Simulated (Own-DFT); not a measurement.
# How strain changes the stress of hcp Hf, 36 atoms (Hf36)

Calculated, not measured: single-point runs of Own-DFT, a retired in-house plane-wave DFT program that no person has reviewed, on unrelaxed cells, without spin or spin-orbit coupling.

Common settings: PBE; PseudoDojo norm-conserving scalar-relativistic files; cutoff 42 hartree; 4 x 4 x 4 k mesh centred on Gamma; cold (Marzari-Vanderbilt) smearing of 0.2 eV.

Known weak points: hafnium file: forces about 75 meV/angstrom off all-electron values; forces on such cells passed a denser k mesh, each cell not checked; stress not checked against mesh or cutoff.

Unstrained cell vectors in Å: (9.589, 0.000, 0.000); (-4.795, 8.304, 0.000); (0.000, 0.000, 10.102). The unstrained cell has measured lattice constants (interpolated for alloys), not those of this functional. That, the random moves and any unrelaxed bonds set the pressure at no strain. A uniform strain is put on this cell, atoms riding along. All atoms carry random offsets, Gaussian with a width of 0.05 Å per axis. Strain is the symmetric tensor, in per cent. Stress is positive in tension, and the pressure is minus a third of its trace.

```
run  e_xx (%)  e_yy (%)  e_zz (%)  e_yz (%)  e_xz (%)  e_xy (%)  s_xx (GPa)  s_yy (GPa)  s_zz (GPa)  s_yz (GPa)  s_xz (GPa)  s_xy (GPa)  P (GPa)  E (meV/atom)
  1      0.41      0.57      0.64     -1.58      0.88     -1.66        0.34        0.23        0.19       -1.48        0.81       -1.99    -0.25          16.6
  2     -0.39     -0.64      0.13     -0.75     -0.87     -1.87       -2.47       -2.90       -2.08       -0.77       -1.04       -2.63     2.48          15.6
  3      0.31     -1.19      1.47      0.93      1.07      1.97       -0.47       -2.62        0.74        0.78        1.01        2.82     0.78          19.9
  4     -0.65      1.69     -1.82      1.67     -0.78      1.14       -2.92       -0.15       -4.95        1.62       -0.83        1.29     2.67          33.8
  5      0.64      0.65     -1.47     -0.80     -0.83      1.98       -0.71       -1.27       -3.87       -0.64       -0.78        2.53     1.95          27.6
  6      1.52     -1.41      1.00     -1.36      1.21      0.75        1.32       -2.45        0.46       -1.37        1.03        0.73     0.22          18.9
  7      1.02     -1.20      1.07     -1.11     -0.79     -1.25        0.74       -2.42        0.47       -1.16       -0.67       -1.40     0.40          14.2
  8      1.09      1.63     -0.54      0.61      0.45      1.88        1.45        1.64       -0.93        0.62        0.38        2.19    -0.72          19.2
  9     -1.94     -1.21     -0.44     -1.57     -1.40      0.39       -6.48       -5.27       -5.12       -1.55       -1.49        0.49     5.62          25.5
 10      0.99      0.38      0.97      0.45      0.11     -0.53        1.50        0.85        1.41        0.44        0.09       -0.80    -1.26           0.0
 11      0.64     -0.61     -0.22     -1.00     -1.82      1.19       -0.31       -2.45       -2.13       -1.00       -1.63        1.47     1.63          13.0
 12     -1.23      0.01     -1.22      1.92      1.41     -1.36       -4.97       -2.92       -5.25        1.94        1.52       -1.58     4.38          30.6
 13      0.04     -1.37      1.81     -1.44      0.91      1.03       -1.15       -2.71        0.80       -1.39        0.89        1.44     1.02          27.0
 14      0.52      1.83     -1.67      0.25     -1.99      1.27       -0.66        1.40       -3.72        0.39       -2.19        1.70     0.99          31.5
 15      0.67     -1.89     -1.27      1.79      1.55     -0.87       -2.40       -5.54       -5.48        1.98        1.62       -1.37     4.47          31.0
 16     -0.62     -1.67     -0.93     -1.44      2.00     -1.58       -4.49       -5.98       -5.48       -1.39        1.95       -2.19     5.32          35.4
 17     -1.92     -1.98      0.10     -0.06      1.34     -0.10       -6.68       -6.38       -4.23        0.01        1.36       -0.27     5.77          24.5
 18     -1.92     -0.25     -0.18      1.51      1.17      1.82           ?           ?           ?           ?           ?           ?        ?             ?
```

E is the free energy per atom, counted from the lowest run shown.

## Working it out

Least squares on the runs shown: each stress against a constant and the strains, taken as fractions with shears doubled. Shear strains stay in the fit of a normal stress only where such slopes are resolved. The slopes, in GPa:

```
stress  at no strain  per e_xx  per e_yy  per e_zz  scatter
  s_xx          -1.4   204 ± 5    66 ± 4    74 ± 5     0.17
  s_yy          -1.5    60 ± 6   192 ± 5    75 ± 5     0.20
  s_zz          -1.8    74 ± 4    72 ± 3   212 ± 4     0.14
```

The slope of each shear stress on twice its own strain, from a fit on all six strains: yz 49 ± 1, xz 49 ± 2, xy 64 ± 2 GPa. These are stiffnesses along x, y and z of the frame in which the cell vectors are given, with the crystal's c axis along z: C11, C12, C13 and C33. Hexagonal symmetry asks that xx and yy behave alike, which is a second check on the noise. The atoms are held to the strained lattice; where symmetry lets them move under strain, relaxing them would lower some slopes. The table should be nearly symmetric about its diagonal, and what it lacks of that shows the noise. A ninth of the table's sum, 114 ± 2 GPa, estimates the bulk modulus near the mean pressure of these runs, 2.1 GPa, so it lies above the value at zero pressure.

## Test on the hidden row

Q: what normal stresses and pressure should run 18 give?

The fit gives s_xx = -5.7, s_yy = -3.3, s_zz = -3.8 and P = 4.2 GPa. Computed: -5.89, -3.32, -3.81 and P = 4.34 GPa.
